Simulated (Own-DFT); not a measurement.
# Around an empty site: 2H SiC, 71 atoms (C36Si35), with one Si vacancy

These are calculations, not measurements. The program, named Own-DFT, is a retired in-house plane-wave density functional code that no person has reviewed. Each row is one single-point run on a periodic cell that was not relaxed, without spin or spin-orbit coupling.

Settings of every run: PBE; PseudoDojo norm-conserving scalar-relativistic files; cutoff 42 hartree; 4 x 4 x 3 k mesh centred on Gamma; Fermi-Dirac smearing of 0.1 eV.

Known limits: a neutral cation vacancy leaves holes that likely carry spin, which these runs leave out; not probed for a lower state with spin; forces on such cells moved up to 12 meV/angstrom on a denser k mesh; stress not checked against mesh or cutoff.

Cell vectors in Å: (9.248, 0.000, 0.000); (-4.624, 8.009, 0.000); (0.000, 0.000, 10.068). Every atom was also moved at random, by a Gaussian of width 0.05 Å on each axis. The defect's site can differ from row to row. The empty site has 4 nearest neighbours, all C. For each, d is its distance from the empty site and R the part of its force along the line away from it, positive outwards. The last column is the rms force component on atoms over 4.5 Å away.

| run | d1 (Å) | d2 (Å) | d3 (Å) | d4 (Å) | R1 (eV/Å) | R2 (eV/Å) | R3 (eV/Å) | R4 (eV/Å) | far F (eV/Å) |
|---|---|---|---|---|---|---|---|---|---|
| 1 | 1.817 | 1.893 | 1.900 | 1.914 | 1.56 | 1.29 | 0.95 | 1.14 | 1.26 |
| 2 | 1.784 | 1.844 | 1.891 | 1.912 | 2.42 | 1.45 | 2.01 | 0.19 | 1.46 |
| 3 | 1.815 | 1.872 | 1.914 | 1.938 | 1.93 | 1.07 | 0.85 | 0.85 | 1.49 |
| 4 | 1.845 | 1.883 | 1.911 | 1.954 | 2.00 | 1.54 | 1.69 | 0.94 | 1.57 |
| 5 | 1.837 | 1.880 | 1.886 | 2.014 | 2.22 | 1.46 | 1.39 | 0.62 | 1.43 |
| 6 | 1.879 | 1.895 | 1.910 | 1.938 | 1.52 | 1.30 | 0.13 | 0.62 | 1.67 |
| 7 | 1.890 | 1.893 | 1.909 | 1.960 | 1.44 | 1.18 | 1.09 | 1.36 | 1.69 |
| 8 | 1.890 | 1.896 | 1.945 | 1.983 | 1.37 | 1.40 | 0.81 | 1.06 | 1.57 |
| 9 | 1.830 | 1.851 | 1.889 | 1.897 | ? | ? | ? | ? | ? |

## Worked fit

A straight line through the 32 neighbours shown gives R = 1.28 - 7.5 (d - 1.897) eV/Å, with a scatter of 0.39 left by the moves of the other atoms. The slope, with an error of 1.4, is the pull back towards the neighbour's own site. The constant, 1.28 ± 0.07 eV/Å, is the force at the mean distance: with one bond gone, the neighbours are pushed outwards, away from the empty site. It shows how a relaxation would start, not where it would end, and it depends somewhat on the width of the random moves.

## Withheld run

Question: what mean R should the neighbours of run 9 feel? Their mean d is 1.867 Å.

The line gives 1.50 ± 0.21 eV/Å, by the scatter of the means of the runs shown. The calculation gave R = 1.71, 0.44, 1.93, 1.72, a mean of 1.45 eV/Å.
